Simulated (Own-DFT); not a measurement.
# Response to strain: wurtzite AlN, 72 atoms (Al36N36)

Calculated results; nothing here was measured. They come from Own-DFT, an in-house plane-wave density functional program, since retired, whose code no person has reviewed. Each row is one single-point run on a periodic cell that was not relaxed, without spin or spin-orbit coupling.

Settings of every run: PBE; PseudoDojo norm-conserving scalar-relativistic files; cutoff 42 hartree; 3 x 3 x 2 k mesh centred on Gamma; Fermi-Dirac smearing of 0.1 eV.

Known limits: forces on such cells moved up to 12 meV/angstrom on a denser k mesh; stress not checked against mesh or cutoff.

Unstrained cell vectors in Å: (9.336, 0.000, 0.000); (-4.668, 8.085, 0.000); (0.000, 0.000, 9.964). The unstrained cell has measured lattice constants (interpolated for alloys), not those of this functional. That, the random moves and any unrelaxed bonds set the pressure at no strain. Each run strains this cell uniformly, with the atoms carried along. Every atom was also moved at random, by a Gaussian of width 0.05 Å on each axis. Strain is the symmetric tensor, in per cent. Stress is positive in tension, and the pressure is minus a third of its trace.

| run | e_xx (%) | e_yy (%) | e_zz (%) | s_xx (GPa) | s_yy (GPa) | s_zz (GPa) | P (GPa) | E (meV/atom) |
|---|---|---|---|---|---|---|---|---|
| 1 | -0.50 | -0.50 | 0.00 | -7.39 | -9.52 | -5.31 | 7.41 | 4.4 |
| 2 | 2.25 | 2.25 | 0.00 | 6.79 | 6.99 | -4.46 | -3.11 | 7.2 |
| 3 | 3.00 | 3.00 | 0.00 | 8.94 | 10.03 | -2.18 | -5.60 | 19.3 |
| 4 | 2.00 | 2.00 | 0.00 | 6.59 | 5.13 | -4.19 | -2.51 | 0.0 |
| 5 | -1.75 | -1.75 | 0.00 | -15.18 | -17.06 | -8.95 | 13.73 | 31.0 |
| 6 | 1.25 | 1.25 | 0.00 | 2.39 | 1.65 | -6.03 | 0.67 | 5.5 |
| 7 | -0.75 | -0.75 | 0.00 | -9.62 | -11.31 | -7.20 | 9.38 | 30.2 |
| 8 | -2.25 | -2.25 | 0.00 | -21.83 | -20.88 | -8.60 | 17.10 | 64.8 |
| 9 | 1.50 | 1.50 | 0.00 | ? | ? | ? | ? | ? |

E is the free energy for each atom above the lowest run shown.

## Worked fit

The change of volume is close to e_xx + e_yy + e_zz. A straight line through the runs shown gives P = 6.44 - 213 x (fractional change of volume) GPa, with an error of 8 on the slope and a scatter of 0.82 GPa. The strain isn't the same on all axes and the cell isn't cubic, so the slope belongs to this path and is not the bulk modulus.

## Withheld run

Question: what pressure should run 9 give? Its volume changes by 3.02 %.

The line gives 0.0 GPa. The calculation gave -0.85 GPa.
